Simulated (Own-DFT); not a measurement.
# What random displacements cost in 4H SiC, 72 atoms (C36Si36)

Calculated results; nothing here was measured. They come from Own-DFT, an in-house plane-wave density functional program, since retired, whose code no person has reviewed. Each row is one single-point run on a periodic cell that was not relaxed, without spin or spin-orbit coupling.

Settings of every run: PBE; PseudoDojo norm-conserving scalar-relativistic files; cutoff 42 hartree; 4 x 4 x 3 k mesh centred on Gamma; Fermi-Dirac smearing of 0.1 eV.

Known limits, some of them of some rows only: some atoms lie very close together; forces on such cells passed a denser k mesh, each cell not checked; stress not checked against mesh or cutoff.

Cell vectors in Å: (9.248, 0.000, 0.000); (-4.624, 8.009, 0.000); (0.000, 0.000, 10.068). In each run every atom was moved at random and independently from its ideal site; u is the rms move along one axis. E is the free energy for each atom above the fitted value at u = 0, and F the rms of the force components.

| run | u (Å) | E (meV/atom) | F (eV/Å) | largest force (eV/Å) | P (GPa) |
|---|---|---|---|---|---|
| 1 | 0.0297 | 33.6 | 0.942 | 3.31 | 3.85 |
| 2 | 0.0305 | 33.1 | 0.906 | 2.62 | 3.80 |
| 3 | 0.0565 | 118.9 | 1.775 | 8.52 | 5.81 |
| 4 | 0.0573 | ? | ? | ? | ? |
| 5 | 0.0602 | 133.3 | 1.824 | 9.76 | 6.23 |
| 6 | 0.0942 | 321.4 | 2.928 | 10.05 | 10.70 |
| 7 | 0.1058 | 438.4 | 3.959 | 22.44 | 12.98 |
| 8 | 0.1059 | 393.4 | 3.205 | 14.17 | 11.94 |

## Worked fit

For small independent moves the energy grows as E = (3/2) K u², with K the mean stiffness felt by one atom. The runs with u up to 0.11 Å give K = 24.6 ± 0.6 eV/Å², with residuals divided by u² + 0.0006 Å², since the noise grows with the moves. The scatter is 4.3 meV/atom at u = 0.05 Å. The forces follow F = G u with G = 31.8 eV/Å²; no force at u = 0 is resolved. G exceeds K because the moves of its neighbours add to the force on an atom, and stiffness differs between atoms. The pressure follows P = 3.11 + 840 u² GPa: at fixed volume, shortened bonds push harder than stretched ones pull.

## Withheld run

Question: what energy and rms force should run 4 give?

The fit gives 121 ± 6 meV/atom and about 1.82 eV/Å. The calculation gave 132.9 meV/atom and 1.894 eV/Å.
